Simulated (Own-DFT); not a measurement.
# Strain and stress in wurtzite AlGaN with randomly placed atoms, 96 atoms (Al36Ga12N48)

Calculated results; nothing here was measured. The program, named Own-DFT, is a retired in-house plane-wave density functional code that no person has reviewed. Each row is one single-point run on a periodic cell that was not relaxed, without spin or spin-orbit coupling.

Settings of every run: PBE; PseudoDojo norm-conserving scalar-relativistic files (stringent for Ga); cutoff 96 hartree; 3 x 4 x 3 k mesh centred on Gamma; Gaussian smearing of 0.01 eV.

Known limits: k mesh not checked against a denser one; stress not checked against mesh or cutoff.

Unstrained cell vectors in Å: (12.525, 0.000, 0.000); (-4.697, 8.135, 0.000); (0.000, 0.000, 10.066). The unstrained cell has measured lattice constants (interpolated for alloys), not those of this functional. That, the random moves and any unrelaxed bonds set the pressure at no strain. Each run strains this cell uniformly, with the atoms carried along. Every atom was also moved at random, by a Gaussian of width 0.05 Å on each axis. The random placing of the alloy's atoms differs from row to row. Strain is the symmetric tensor, in per cent. Stress is positive in tension, and the pressure is minus a third of its trace.

```
run,e_xx (%),e_yy (%),e_zz (%),s_xx (GPa),s_yy (GPa),s_zz (GPa),P (GPa),E (meV/atom)
1,1.75,1.75,0.00,2.27,5.09,-5.66,-0.57,0.0
2,2.75,2.75,0.00,7.35,7.47,-2.54,-4.10,2.0
3,2.50,2.50,0.00,6.41,5.30,-3.97,-2.58,29.8
4,-1.25,-1.25,0.00,-14.09,-13.54,-8.47,12.03,17.0
5,-1.00,-1.00,0.00,-13.99,-12.03,-7.27,11.10,21.4
6,-2.75,-2.75,0.00,-21.44,-24.52,-13.52,19.83,54.2
7,3.00,3.00,0.00,8.75,8.93,-3.28,-4.80,2.9
8,-0.50,-0.50,0.00,-9.22,-11.17,-6.10,8.83,11.4
9,1.25,1.25,0.00,?,?,?,?,?
```

E is the free energy for each atom above the lowest run shown.

## Worked fit

The change of volume is close to e_xx + e_yy + e_zz. A straight line through the runs shown gives P = 7.40 - 208 x (fractional change of volume) GPa, with an error of 6 on the slope and a scatter of 0.72 GPa. The strain isn't the same on all axes and the cell isn't cubic, so the slope belongs to this path and is not the bulk modulus.

## Withheld run

Question: what pressure should run 9 give? Its volume changes by 2.52 %.

The line gives 2.2 GPa. The calculation gave 1.14 GPa.
